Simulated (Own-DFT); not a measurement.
# Which defects push the lattice out? zincblende GaAs

Everything here is calculated. The program is Own-DFT (plane waves, in-house, since retired, never reviewed by a person); positions were held fixed, and spin and spin-orbit coupling were off.

Common settings: PBE; PseudoDojo norm-conserving scalar-relativistic files; cutoff 42 hartree; 3 x 3 x 3 k mesh centred on Gamma; Fermi-Dirac smearing of 0.1 eV.

Caveats (not all hold for every row): not probed for a lower state with spin; forces not confirmed at this smearing and k mesh; stress not checked against mesh or cutoff.

All runs share one cell, with vectors in Å (11.737, 0.000, 0.000); (0.000, 11.737, 0.000); (0.000, 0.000, 10.833) and a volume of 1492.4 Å³, strained against the parent crystal. The atoms are randomly displaced, by u rms on each axis. The defect's site can differ from row to row.

| cell | formula | u (Å) | P (GPa) |
|---|---|---|---|
| no defect | As32Ga32 | 0.0304 | 1.27 |
| no defect | As32Ga32 | 0.0478 | 1.47 |
| no defect | As32Ga32 | 0.0541 | 1.51 |
| one As vacancy and one Ga vacancy | As31Ga31 | 0.0298 | 0.96 |
| one As vacancy and one Ga vacancy | As31Ga31 | 0.0485 | 1.23 |
| one As vacancy and one Ga vacancy | As31Ga31 | 0.0494 | 1.28 |
| one P on an As site | As31Ga32P | 0.0301 | 0.98 |
| one P on an As site | As31Ga32P | 0.0306 | 1.02 |
| one P on an As site | As31Ga32P | 0.0316 | 1.06 |
| one Al on a Ga site | AlAs32Ga31 | 0.0293 | 1.23 |
| one Al on a Ga site | AlAs32Ga31 | 0.0447 | 1.52 |
| one Al on a Ga site | AlAs32Ga31 | 0.0506 | 1.43 |
| one In on a Ga site | As32Ga31In | 0.0469 | 2.14 |
| one In on a Ga site | As32Ga31In | 0.0495 | 2.18 |
| one In on a Ga site | As32Ga31In | 0.0515 | ? |
| one In on a Ga site | As32Ga31In | 0.0536 | 2.23 |

## Working it out

P = P0 + c u² + a shift for each defect gives P0 = 1.11 GPa, c = 151 ± 22 GPa/Å² and a scatter of 0.05 GPa. The shifts, and each times the cell's volume:

- one In on a Ga site: 0.70 ± 0.04 GPa, 6.5 eV
- one Al on a Ga site: 0.01 ± 0.04 GPa, 0.1 eV (not resolved)
- one P on an As site: -0.23 ± 0.05 GPa, -2.2 eV
- one As vacancy and one Ga vacancy: -0.24 ± 0.04 GPa, -2.2 eV

Positive is outwards. The product with the volume (160.2 GPa Å³ to the eV) is nearly free of the cell's size; divided by the bulk modulus at the cell's pressure it gives the volume that the defect adds. The atoms around the defects weren't relaxed, which would change these numbers.

## Test on the hidden row

The question: what pressure belongs in the blank (one In on a Ga site, u = 0.0515 Å)?

The fitted form gives 2.20 ± 0.06 GPa. Computed: 2.14 GPa.
